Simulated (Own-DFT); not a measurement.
# Strain and stress in wurtzite AlN, 72 atoms (Al36N36)

Everything here is calculated. The program is Own-DFT (plane waves, in-house, since retired, never reviewed by a person); positions were held fixed, and spin and spin-orbit coupling were off.

Method: PBE; PseudoDojo norm-conserving scalar-relativistic files; cutoff 42 hartree; 3 x 3 x 2 k mesh centred on Gamma; Fermi-Dirac smearing of 0.1 eV.

Caveats: forces on such cells moved up to 12 meV/angstrom on a denser k mesh; stress not checked against mesh or cutoff.

Unstrained cell vectors in Å: (9.336, 0.000, 0.000); (-4.668, 8.085, 0.000); (0.000, 0.000, 9.964). The unstrained cell has measured lattice constants (interpolated for alloys), not those of this functional. That, the random moves and any unrelaxed bonds set the pressure at no strain. A uniform strain is put on this cell, atoms riding along. All atoms carry random offsets, Gaussian with a width of 0.05 Å per axis. Stress is counted positive in tension, P = -(s_xx + s_yy + s_zz)/3, and strain components are those of the symmetric tensor.

```
run,e_xx (%),e_yy (%),e_zz (%),e_yz (%),e_xz (%),e_xy (%),s_xx (GPa),s_yy (GPa),s_zz (GPa),s_yz (GPa),s_xz (GPa),s_xy (GPa),P (GPa),E (meV/atom)
1,0.76,-1.20,-1.61,-0.58,-0.47,-1.34,-7.45,-10.59,-13.00,-0.88,-1.67,-6.17,10.35,25.2
2,1.84,-0.77,-1.89,-1.70,-0.38,0.06,1.13,-7.55,-15.82,-4.93,-1.30,1.37,7.42,10.8
3,1.53,-0.47,-1.62,1.78,-0.33,1.69,-0.64,-7.45,-15.17,6.27,-1.75,7.08,7.75,32.3
4,-1.08,0.07,1.27,-1.92,1.02,0.39,-9.28,-4.22,-2.86,-4.62,1.90,0.03,5.45,19.2
5,1.41,1.02,-1.13,0.91,-0.86,0.24,-0.67,0.37,-10.02,2.17,-2.71,2.17,3.44,23.1
6,-1.85,1.43,0.97,1.12,-1.15,-0.70,-13.77,-0.23,-0.49,2.80,-1.23,-4.16,4.83,8.3
7,-1.19,1.58,-1.72,-1.49,0.18,0.12,-9.76,-0.94,-13.26,-4.28,0.59,0.69,7.99,2.7
8,0.58,-1.16,0.68,0.88,-0.89,-1.40,-5.09,-11.04,-1.37,2.12,-1.51,-6.42,5.83,10.8
9,0.32,-1.22,0.83,-1.30,-0.23,1.66,-4.65,-14.03,-0.91,-3.31,-0.93,5.47,6.53,25.2
10,0.55,-1.79,-1.69,-0.18,1.99,1.59,-5.57,-20.65,-12.53,-0.05,5.39,6.24,12.92,46.9
11,-0.56,-0.21,-0.60,0.09,1.09,-1.56,-8.06,-7.70,-10.38,0.03,3.07,-4.70,8.71,15.0
12,0.64,0.95,-1.93,-1.24,1.18,1.03,-4.97,-1.38,-13.69,-4.13,3.96,5.02,6.68,19.6
13,1.61,-0.59,1.90,0.03,1.01,-0.76,3.83,-6.80,2.84,-0.36,2.61,-1.67,0.04,0.0
14,-0.62,-1.63,-1.00,-0.20,1.38,-0.94,-12.00,-14.82,-12.62,-1.75,3.68,-2.70,13.15,35.8
15,-0.01,0.54,0.08,-1.40,-0.09,0.67,-2.45,-6.03,-4.04,-4.11,-0.41,0.89,4.18,3.4
16,-1.00,0.06,-0.52,-0.36,0.74,1.70,?,?,?,?,?,?,?,?
```

E is the free energy per atom, counted from the lowest run shown.

## Analysis

Least squares on the runs shown: each stress against a constant and the strains, taken as fractions with shears doubled. Shear strains stay in the fit of a normal stress only where such slopes are resolved. The slopes, in GPa:

```
stress  at no strain  per e_xx  per e_yy  per e_zz  scatter
  s_xx          -5.8  465 ± 44  107 ± 43   99 ± 34     1.63
  s_yy          -6.3  119 ± 55  543 ± 54   54 ± 44     2.08
  s_zz          -5.9   31 ± 42   41 ± 41  470 ± 33     1.59
```

The slope of each shear stress on twice its own strain, from a fit on all six strains: yz 141 ± 9, xz 133 ± 12, xy 176 ± 11 GPa. These are stiffnesses along x, y and z of the frame in which the cell vectors are given, with the crystal's c axis along z: C11, C12, C13 and C33. Hexagonal symmetry asks that xx and yy behave alike, which is a second check on the noise. These are clamped-ion slopes: internal relaxation, where symmetry allows it, would soften some. Symmetry asks for nearly equal slopes across the diagonal; the mismatch is a measure of noise. A ninth of the table's sum, 214 ± 7 GPa, estimates the bulk modulus near the mean pressure of these runs, 7.0 GPa, so it lies above the value at zero pressure.

## Test on the hidden row

Asked: what normal stresses and pressure should run 16 give?

From the fit: s_xx = -10.9, s_yy = -7.5, s_zz = -8.6 and P = 9.0 GPa. Computed: -9.10, -6.91, -8.92 and P = 8.31 GPa.
